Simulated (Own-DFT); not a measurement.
# What random displacements cost in beta-Si3N4, 112 atoms (N64Si48)

These are calculations, not measurements. The program, named Own-DFT, is a retired in-house plane-wave density functional code that no person has reviewed. Each row is one single-point run on a periodic cell that was not relaxed, without spin or spin-orbit coupling.

Settings of every run: PBEsol; PseudoDojo norm-conserving scalar-relativistic files, made for PBE; cutoff 42 hartree; 2 x 2 x 4 k mesh centred on Gamma; Fermi-Dirac smearing of 0.1 eV.

Known limits, some of them of some rows only: some atoms lie very close together; forces on such cells moved up to 12 meV/angstrom on a denser k mesh; stress not checked against mesh or cutoff.

Cell vectors in Å: (15.212, 0.000, 0.000); (-7.606, 13.174, 0.000); (0.000, 0.000, 5.818). In each run every atom was moved at random and independently from its ideal site; u is the rms move along one axis. E is the free energy for each atom above the fitted value at u = 0, and F the rms of the force components.

| run | u (Å) | E (meV/atom) | F (eV/Å) | largest force (eV/Å) | P (GPa) |
|---|---|---|---|---|---|
| 1 | 0.0200 | 18.3 | 0.844 | 2.66 | 3.13 |
| 2 | 0.0201 | 19.8 | 0.872 | 2.71 | 3.17 |
| 3 | 0.0215 | 23.6 | 0.954 | 3.76 | 3.16 |
| 4 | 0.0452 | 94.4 | 1.849 | 7.78 | 5.07 |
| 5 | 0.0512 | ? | ? | ? | ? |
| 6 | 0.0517 | 122.4 | 2.109 | 10.41 | 5.72 |
| 7 | 0.0999 | 514.5 | 5.092 | 26.63 | 16.19 |
| 8 | 0.1004 | 470.7 | 4.556 | 24.00 | 15.54 |
| 9 | 0.1415 | 920.0 | 7.111 | 33.21 | 25.18 |

## Worked fit

For small independent moves the energy grows as E = (3/2) K u², with K the mean stiffness felt by one atom. The runs with u up to 0.11 Å give K = 32.0 ± 0.9 eV/Å², with residuals divided by u² + 0.0006 Å², since the noise grows with the moves. The scatter is 6.4 meV/atom at u = 0.05 Å. The forces follow F = G u with G = 44.1 eV/Å²; no force at u = 0 is resolved. G exceeds K because the moves of its neighbours add to the force on an atom, and stiffness differs between atoms. At u = 0.142 Å the parabola gives 961 meV/atom and the run 920. The pressure follows P = 2.48 + 1331 u² GPa: at fixed volume, shortened bonds push harder than stretched ones pull.

## Withheld run

Question: what energy and rms force should run 5 give?

The fit gives 126 ± 7 meV/atom and about 2.26 eV/Å. The calculation gave 115.6 meV/atom and 1.986 eV/Å.
